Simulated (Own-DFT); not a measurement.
# How strain changes the stress of grey tin, 32 atoms (Sn32)

These are calculations, not measurements. They come from Own-DFT, an in-house plane-wave density functional program, since retired, whose code no person has reviewed. Each row is one single-point run on a periodic cell that was not relaxed, without spin or spin-orbit coupling.

Settings of every run: PBE; PseudoDojo norm-conserving scalar-relativistic files; cutoff 42 hartree; 3 x 3 x 5 k mesh centred on Gamma; cold (Marzari-Vanderbilt) smearing of 0.2 eV.

Known limits: forces on such cells failed a check on a denser k mesh; stress not checked against mesh or cutoff.

Unstrained cell vectors in Å: (12.978, 0.000, 0.000); (0.000, 12.978, 0.000); (0.000, 0.000, 6.489). The unstrained cell has measured lattice constants (interpolated for alloys), not those of this functional. That, the random moves and any unrelaxed bonds set the pressure at no strain. Each run strains this cell uniformly, with the atoms carried along. Every atom was also moved at random, by a Gaussian of width 0.05 Å on each axis. Strain is the symmetric tensor, in per cent. Stress is positive in tension, and the pressure is minus a third of its trace.

```
run  e_xx (%)  e_yy (%)  e_zz (%)  s_xx (GPa)  s_yy (GPa)  s_zz (GPa)  P (GPa)  E (meV/atom)
  1     -0.50     -0.50      0.00       -4.06       -4.10       -3.95     4.04          31.2
  2      0.75      0.75      0.00       -2.66       -2.66       -2.94     2.75          12.2
  3      2.50      2.50      0.00       -0.98       -0.98       -1.70     1.22           0.0
  4      3.00      3.00      0.00       -0.64       -0.62       -1.38     0.88           1.7
  5     -2.50     -2.50      0.00       -6.81       -6.77       -5.97     6.52          79.6
  6      0.25      0.25      0.00       -3.31       -3.36       -3.46     3.38          30.7
  7     -1.00     -1.00      0.00       -4.82       -4.89       -4.57     4.76          51.3
  8      1.75      1.75      0.00       -1.72       -1.76       -2.23     1.90           8.5
  9      1.25      1.25      0.00           ?           ?           ?        ?             ?
```

E is the free energy for each atom above the lowest run shown.

## Worked fit

The change of volume is close to e_xx + e_yy + e_zz. A straight line through the runs shown gives P = 3.74 - 51 x (fractional change of volume) GPa, with an error of 2 on the slope and a scatter of 0.20 GPa. The strain isn't the same on all axes, but the crystal is cubic, so the slope still estimates the bulk modulus, averaged over pressures from 0.9 to 6.5 GPa.

## Withheld run

Question: what pressure should run 9 give? Its volume changes by 2.52 %.

The line gives 2.5 GPa. The calculation gave 2.37 GPa.
